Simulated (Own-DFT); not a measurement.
# Shaking the atoms of hexagonal WC, 64 atoms (C32W32)

All numbers below are calculated, not measured. The program, named Own-DFT, is a retired in-house plane-wave density functional code that no person has reviewed. Each row is one single-point run on a periodic cell that was not relaxed, without spin or spin-orbit coupling.

Settings of every run: PBE; PseudoDojo norm-conserving scalar-relativistic files; cutoff 50 hartree; 4 x 4 x 4 k mesh centred on Gamma; cold (Marzari-Vanderbilt) smearing of 0.2 eV.

Known limits, some of them of some rows only: some atoms lie very close together; forces on such cells moved up to 12 meV/angstrom on a denser k mesh; stress not checked against mesh or cutoff.

Cell vectors in Å: (5.833, -5.052, -2.839); (0.000, -5.052, 8.518); (-5.833, -5.052, -2.839). In each run every atom was moved at random and independently from its ideal site; u is the rms move along one axis. E is the free energy for each atom above the fitted value at u = 0, and F the rms of the force components.

| run | u (Å) | E (meV/atom) | F (eV/Å) | largest force (eV/Å) | P (GPa) |
|---|---|---|---|---|---|
| 1 | 0.0193 | 15.4 | 0.528 | 2.02 | 3.25 |
| 2 | 0.0196 | 15.8 | 0.539 | 1.99 | 3.27 |
| 3 | 0.0196 | 15.1 | 0.508 | 1.76 | 3.21 |
| 4 | 0.0460 | ? | ? | ? | ? |
| 5 | 0.0479 | 90.9 | 1.381 | 4.87 | 6.32 |
| 6 | 0.0539 | 109.9 | 1.500 | 5.60 | 7.04 |
| 7 | 0.0910 | 354.3 | 2.960 | 14.29 | 17.10 |
| 8 | 0.1040 | 415.3 | 3.129 | 13.80 | 19.21 |
| 9 | 0.1093 | 495.8 | 3.690 | 15.99 | 22.31 |
| 10 | 0.1483 | 839.5 | 4.646 | 24.48 | 35.62 |

## Worked fit

For small independent moves the energy grows as E = (3/2) K u², with K the mean stiffness felt by one atom. The runs with u up to 0.11 Å give K = 26.8 ± 0.6 eV/Å², with residuals divided by u² + 0.0006 Å², since the noise grows with the moves. The scatter is 4.9 meV/atom at u = 0.05 Å. The forces follow F = G u with G = 29.3 eV/Å²; no force at u = 0 is resolved. G exceeds K because the moves of its neighbours add to the force on an atom, and stiffness differs between atoms. At u = 0.148 Å the parabola gives 885 meV/atom and the run 840. The pressure follows P = 2.61 + 1626 u² GPa: at fixed volume, shortened bonds push harder than stretched ones pull.

## Withheld run

Question: what energy and rms force should run 4 give?

The fit gives 85 ± 5 meV/atom and about 1.35 eV/Å. The calculation gave 82.1 meV/atom and 1.283 eV/Å.
